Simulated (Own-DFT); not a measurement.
## Calculated data, GaP (zincblende, atoms displaced)

A calculation, not a measurement: plane-wave PBE density functional theory by an unreviewed code, no spin, of a simulated periodic cell, stress positive in tension, free energy of the whole cell less one offset for each atom, forces on such cells passed a denser k mesh, this cell's mesh not checked; offsets are fitted by least squares, one for each functional and potential file, so energies compare only between cells with the same atoms and settings and are not formation energies; the far tail of each file's local potential was reset to the Coulomb form; each entry is a single point on an unrelaxed cell, so the pressure reflects the starting lattice, mostly measured values (interpolated for alloys), from which strain is counted, and rises with the displacements; printed positions are rounded, which can move forces by about a meV/angstrom; the program, named Own-DFT, is a retired in-house code; no spin-orbit coupling. Program: Own-DFT development build.

Settings shared by all entries: functional PBE; potential files PseudoDojo norm-conserving, scalar-relativistic, standard set; wave cutoff 42 hartree; occupations Fermi-Dirac; smearing width 0.1 eV; hardware one NVIDIA H200; k mesh 2 x 3 x 3 centred on Gamma.

(1) 
```xyz
96
Lattice="16.3515 0.0000 0.0000 0.0000 10.9010 0.0000 0.0000 0.0000 10.9010" Properties=species:S:1:pos:R:3:force_x:R:1:force_y:R:1:force_z:R:1 formula=GaP free_energy_of_cell_above_offsets=-50.536 pressure=3.17 stress_xx=-3.24 stress_yy=-3.13 stress_zz=-3.13 stress_yz=-0.05 stress_xz=-0.41 stress_xy=-0.14 wall_time=925.6
Ga     0.0590     0.0039    10.8675     -0.321     -0.461      0.643
Ga    16.3130     2.7378     2.7704      0.093     -0.235     -0.216
Ga     2.7559     0.0281     2.7430     -0.491     -0.296     -0.545
Ga     2.7643     2.8002    10.8844     -0.292     -0.727      0.349
P      1.3287     1.3888     1.3300      0.677      0.125      0.554
P      1.3537     4.1062     4.0952      0.182     -0.629       0.02
P      4.1057     1.3577     4.0810     -0.043     -0.383      0.045
P      4.0490     4.1138     1.3938      0.937     -0.009     -0.468
Ga    16.3485     0.0522     5.4175      0.862     -1.293      0.686
Ga     0.0036     2.8394     8.2578     -0.103     -1.463     -0.897
Ga     2.7487    10.8687     8.2868      -0.19      0.008     -1.404
Ga     2.7628     2.6757     5.3723     -0.212      0.762      1.042
P      1.4101     1.3500     6.7960     -0.328      0.291      0.662
P      1.3276     4.0623     9.5729      0.752      1.142      0.226
P      4.0951     1.3207     9.5607     -0.053      0.854     -0.079
P      4.0906     4.1322     6.8814     -0.016     -0.688     -0.807
Ga    16.3227     5.4747     0.0222        0.6     -0.495      0.217
Ga    16.3088     8.1108     2.6951      0.423      0.377      0.419
Ga     2.6797     5.4048     2.7307      0.092      0.601     -0.155
Ga     2.7200     8.1937     0.0774      0.437     -0.202     -1.003
P      1.3851     6.8264     1.3170     -0.443     -0.441      0.636
P      1.4311     9.4885     4.0763     -0.714      0.239     -0.036
P      4.1129     6.7283     4.0817     -1.402      1.503     -0.734
P      4.1120     9.5086     1.3686      -0.22      0.912     -0.213
Ga     0.0217     5.4416     5.4033     -0.019      0.638      0.637
Ga     0.0192     8.1686     8.2145     -0.985     -0.255      0.332
Ga     2.7391     5.4533     8.2069     -0.969     -0.129      -0.33
Ga     2.7145     8.1637     5.5380     -0.103     -0.576     -1.092
P      1.3221     6.8974     6.8820      0.429     -1.513     -0.585
P      1.3542     9.4966     9.5141        0.3      0.128      0.805
P      4.0953     6.7546     9.4815     -0.206       1.31      0.596
P      4.0723     9.4932     6.7473     -0.041      1.173      0.883
Ga     5.4563    10.8970    10.8284      0.102     -0.606      0.595
Ga     5.4071     2.6621     2.7412      1.008      0.748     -0.521
Ga     8.1012    10.8711     2.7212      0.772      0.405     -0.561
Ga     8.1547     2.7249     0.0556      0.465      0.043     -0.295
P      6.8244     1.3009     1.2804     -0.641      0.538      0.872
P      6.8430     4.1154     4.1379     -0.422     -0.411     -0.665
P      9.4747     1.3253     4.1109      0.616      0.136     -0.885
P      9.5435     4.1460     1.2828      0.248     -0.393      0.754
Ga     5.4130     0.0374     5.4981      0.094     -0.928     -0.979
Ga     5.4802     2.7618     8.2545      -0.27     -0.522     -0.843
Ga     8.0979    10.8441     8.1971      0.306      0.422     -0.328
Ga     8.2535     2.7383     5.4473     -0.926     -0.145      0.128
P      6.7480     1.3379     6.7390      0.923      0.835      1.262
P      6.8450     4.0711     9.5561      0.012      0.027      0.111
P      9.5178     1.3305     9.5839     -0.397      0.188     -0.562
P      9.4773     4.1193     6.7930      0.433      -0.33      0.935
Ga     5.4828     5.4875    10.8012     -0.071     -0.214      1.041
Ga     5.4162     8.1950     2.7158      0.333     -0.502      0.232
Ga     8.1771     5.4611     2.6945     -0.131      0.312      0.023
Ga     8.1443     8.1585    10.8835      1.074     -0.073      0.001
P      6.8130     6.9012     1.3080     -0.489     -1.076       0.66
P      6.8223     9.5498     4.0076     -0.792     -0.446      1.449
P      9.4967     6.8981     4.1244      0.029      -0.77     -0.804
P      9.4926     9.5843     1.3051      0.612     -0.294      0.599
Ga     5.3516     5.4850     5.3831      1.482     -0.845      1.387
Ga     5.3736     8.2886     8.1796      0.576     -1.169     -0.229
Ga     8.1069     5.4825     8.1914      0.279      0.146     -0.485
Ga     8.1487     8.1311     5.4852      0.111      1.188     -0.437
P      6.8095     6.8816     6.7687     -1.189     -0.691      0.834
P      6.8088     9.4531     9.5699     -0.383      0.755     -0.508
P      9.5286     6.8004     9.5185      0.137      0.804     -0.489
P      9.5356     9.5870     6.7580     -0.477     -0.137      0.412
Ga    10.9340     0.0643     0.0095     -0.224     -1.077     -0.264
Ga    10.9228     2.6761     2.6926     -1.048        1.1      0.837
Ga    13.6921     0.1158     2.7208     -1.413     -0.718     -0.073
Ga    13.6030     2.6718     0.0172      0.363      1.226     -0.098
P     12.2028     1.4519     1.3209      1.008     -1.173      0.601
P     12.2338     4.1193     4.1229      0.359     -0.606     -0.343
P     14.9702     1.3152     4.1601      0.041       1.16     -0.445
P     15.0068     4.1245     1.3947     -0.557     -0.512     -0.121
Ga    10.8838    10.8671     5.3872      0.125      0.775      0.638
Ga    10.8908     2.7069     8.2476     -0.662      0.051     -0.767
Ga    13.5613     0.0206     8.2596      1.138     -0.168     -0.366
Ga    13.6542     2.6964     5.5162     -0.463      0.469     -0.244
P     12.2789     1.3809     6.8615     -0.572     -0.386     -0.308
P     12.2032     4.0671     9.5405      1.352     -0.043     -0.125
P     15.0362     1.3889     9.6436     -0.432      -0.15     -1.145
P     15.0547     4.0797     6.7890     -0.255      0.163      0.146
Ga    10.9322     5.4751    10.8072     -0.344      0.295      0.635
Ga    10.9064     8.2213     2.8257      -0.93     -0.374     -1.499
Ga    13.6407     5.4865     2.7272     -0.899     -0.424     -0.397
Ga    13.6333     8.1350     0.0004       0.25      0.191      0.746
P     12.2088     6.8539     1.3568      0.174     -0.281      0.333
P     12.1937     9.4918     4.1210      1.568      1.245     -0.308
P     14.9508     6.7560     4.0705      0.341      0.861       0.56
P     14.9728     9.5828     1.4444       0.29     -0.361     -1.112
Ga    10.7749     5.4377     5.3889      0.514      0.179      0.417
Ga    10.9499     8.2918     8.0702     -0.469     -0.863      0.622
Ga    13.6743     5.4101     8.1536     -0.643     -0.133      0.067
Ga    13.6074     8.2190     5.4572     -0.051      -0.97      0.457
P     12.1872     6.7207     6.8520      0.624      0.526      -0.67
P     12.3240     9.4680     9.5640     -0.773      0.797      0.082
P     14.9631     6.7242     9.6057      0.161      0.865     -0.826
P     15.0432     9.4742     6.8273     -0.628      1.066      0.079
```

Units: free_energy_of_cell_above_offsets in eV; pressure, stress_xx, stress_yy, stress_zz, stress_yz, stress_xz, stress_xy in GPa; wall_time in s; force_x, force_y, force_z in eV/Å.

(2) 
```xyz
96
Lattice="16.3515 0.0000 0.0000 0.0000 10.9010 0.0000 0.0000 0.0000 10.9010" Properties=species:S:1:pos:R:3:force_x:R:1:force_y:R:1:force_z:R:1 formula=GaP free_energy_of_cell_above_offsets=-50.233 pressure=3.24 stress_xx=-3.21 stress_yy=-3.24 stress_zz=-3.26 stress_yz=-0.18 stress_xz=0.24 stress_xy=0.21 wall_time=947.6
Ga    16.3095     0.0335    10.8815      0.412     -0.685      0.303
Ga     0.0159     2.8392     2.6995      -0.37     -0.821       0.38
Ga     2.7672     0.1030     2.7307     -0.394     -1.128      0.229
Ga     2.6790     2.7067     0.1003      0.483      0.283     -1.171
P      1.3314     1.3632     1.4046     -0.308     -0.001     -0.146
P      1.3175     4.1166     4.1038      0.658      0.029       0.06
P      4.0408     1.4543     4.1089       0.74     -0.487      -0.23
P      4.1150     4.1568     1.3099     -0.823     -1.711      1.367
Ga    16.3022    10.8335     5.5175     -0.373      0.684     -0.213
Ga    16.2813     2.7053     8.0813      0.482      0.103      0.774
Ga     2.7162    10.8723     8.0733     -0.009     -0.058      1.051
Ga     2.6848     2.7309     5.4387     -0.273      0.313      0.585
P      1.3545     1.2700     6.7833     -0.351      1.145     -0.069
P      1.3835     4.1766     9.5412     -0.462     -2.052     -0.067
P      4.0649     1.3610     9.4707      0.074      0.053      0.514
P      4.1014     4.0710     6.8427      -0.21     -0.036     -0.298
Ga     0.1014     5.4167     0.0214     -1.301       0.98     -0.494
Ga    16.3275     8.2195     2.7706     -0.334     -0.518     -0.381
Ga     2.7496     5.4198     2.7318     -0.293      0.358     -0.063
Ga     2.7409     8.2709    10.8604     -0.602     -0.659      0.185
P      1.3528     6.7779     1.3545      0.523      1.132      0.518
P      1.2695     9.5500     4.2024      1.165      -0.08     -1.231
P      4.0780     6.7971     4.0770      0.178      0.288      0.154
P      4.1221     9.5194     1.3560     -0.879      0.731      0.475
Ga    16.3375     5.4862     5.4374      0.468     -0.094      0.496
Ga    16.3221     8.1620     8.1485     -0.556     -0.251      0.043
Ga     2.6698     5.3955     8.1629      1.102      0.974      0.119
Ga     2.7074     8.1716     5.4730       0.04     -0.197     -0.254
P      1.3633     6.8020     6.8398      -0.12      0.008     -0.293
P      1.2772     9.5125     9.4759      0.742      0.741      0.399
P      4.1163     6.8455     9.6010     -0.679     -0.533     -0.747
P      4.0742     9.5537     6.7750      0.693      -0.37      0.048
Ga     5.4184    10.8578     0.0027      0.499      0.563     -0.604
Ga     5.4690     2.6797     2.7048      0.081      0.643     -0.214
Ga     8.2343     0.0067     2.7274      -0.86     -0.115     -0.375
Ga     8.2158     2.7674     0.0313     -0.233     -0.151     -0.767
P      6.8401     1.4015     1.2951     -0.253     -0.737      0.534
P      6.8499     4.0768     4.0502     -0.475     -0.273      0.442
P      9.5906     1.2889     4.0373     -0.664      1.332       0.36
P      9.5505     4.0531     1.3766       0.38      0.913     -0.073
Ga     5.4536    10.8814     5.3499     -0.529      0.622       0.83
Ga     5.5384     2.7979     8.2044     -0.975     -1.243     -0.602
Ga     8.1149     0.1004     8.0791      1.598     -1.574      1.184
Ga     8.1548     2.6888     5.5070      1.059       0.59     -1.145
P      6.8662     1.3645     6.7798      -1.83      0.239     -0.305
P      6.7780     4.1064     9.4980      0.906      0.469      1.247
P      9.5760     1.3735     9.5484     -0.621      0.279     -0.398
P      9.5738     4.1347     6.7587     -0.107     -0.788      0.572
Ga     5.3884     5.4095     0.0503      0.933      0.976     -1.256
Ga     5.4532     8.1954     2.6916       -0.2     -0.322      0.548
Ga     8.2008     5.4683     2.7582     -0.782     -0.146     -1.207
Ga     8.0933     8.1587     0.0073       1.49      0.023      0.036
P      6.7133     6.8957     1.2572      0.574     -1.413      1.214
P      6.7651     9.5660     4.0763      0.963     -0.419     -0.436
P      9.4099     6.8195     4.0749      1.858      0.139      0.169
P      9.5014     9.5126     1.3937      0.561      0.124     -0.946
Ga     5.4546     5.4373     5.4724      0.275       0.15     -0.259
Ga     5.4437     8.1595     8.2228      0.768      0.264     -0.451
Ga     8.1991     5.4028     8.1864      0.149      0.594     -0.349
Ga     8.1764     8.1641     5.4504      0.148      0.999     -0.171
P      6.9241     6.8247     6.7414     -1.455     -0.557      1.215
P      6.9310     9.5474     9.5859     -1.309      0.737     -1.196
P      9.5414     6.8098     9.5441     -0.076     -0.362      0.381
P      9.6086     9.4238     6.8494     -0.617      1.526     -0.692
Ga    10.9824     0.0158    10.7794     -1.094     -0.038      1.374
Ga    10.9285     2.7127     2.6980     -0.403     -0.147      0.204
Ga    13.6036     0.0478     2.7235      0.591     -0.375      0.465
Ga    13.5814     2.7129     0.0007       0.65      0.048      0.593
P     12.2554     1.3253     1.3971     -0.115      0.482     -0.736
P     12.1989     4.0918     4.0857      0.955     -0.532     -0.451
P     15.0444     1.3626     4.0988     -0.315      0.334     -0.169
P     15.0224     4.1745     1.3848     -0.543     -0.794     -0.735
Ga    10.9062     0.0756     5.4004      0.024     -1.537      0.601
Ga    10.9298     2.7350     8.1958     -0.517      0.393     -0.081
Ga    13.6418    10.8095     8.1642     -0.802      0.942      0.438
Ga    13.6206     2.7276     5.4617     -0.072     -0.151     -0.029
P     12.1679     1.3619     6.8204      1.396     -0.019      0.198
P     12.3256     4.0956     9.5369       -0.2     -0.533     -0.305
P     14.9674     1.3312     9.5864     -0.325      0.631      -1.01
P     14.9696     4.1802     6.7997      0.053     -0.938     -0.249
Ga    10.9919     5.4037    10.8408     -0.894      0.631      0.689
Ga    10.8828     8.1241     2.6792     -0.531      0.759      1.032
Ga    13.5942     5.4156     2.7058     -0.184      0.548      0.313
Ga    13.6109     8.2276     0.0909     -0.495     -0.833     -1.187
P     12.2381     6.8760     1.3813      0.432     -1.238     -0.368
P     12.3105     9.5500     4.1004     -0.738     -0.174     -0.399
P     14.9529     6.7301     4.1597     -0.167      0.848     -1.119
P     14.8807     9.5521     1.3088      1.584      0.765       1.28
Ga    10.9471     5.4241     5.4034     -0.807      1.158      0.376
Ga    10.9342     8.1268     8.2002     -0.309      0.142      0.511
Ga    13.5726     5.4208     8.1257      0.684      0.599      0.767
Ga    13.5970     8.1405     5.4078     -0.041     -0.024      0.604
P     12.2509     6.8026     6.8886      -0.05     -0.048     -1.349
P     12.2413     9.5215     9.5743      0.672     -0.528     -0.685
P     14.9024     6.8681     9.5316      0.488     -0.709      0.308
P     14.9186     9.5398     6.8088      0.397     -0.884     -0.214
```

Units: free_energy_of_cell_above_offsets in eV; pressure, stress_xx, stress_yy, stress_zz, stress_yz, stress_xz, stress_xy in GPa; wall_time in s; force_x, force_y, force_z in eV/Å.
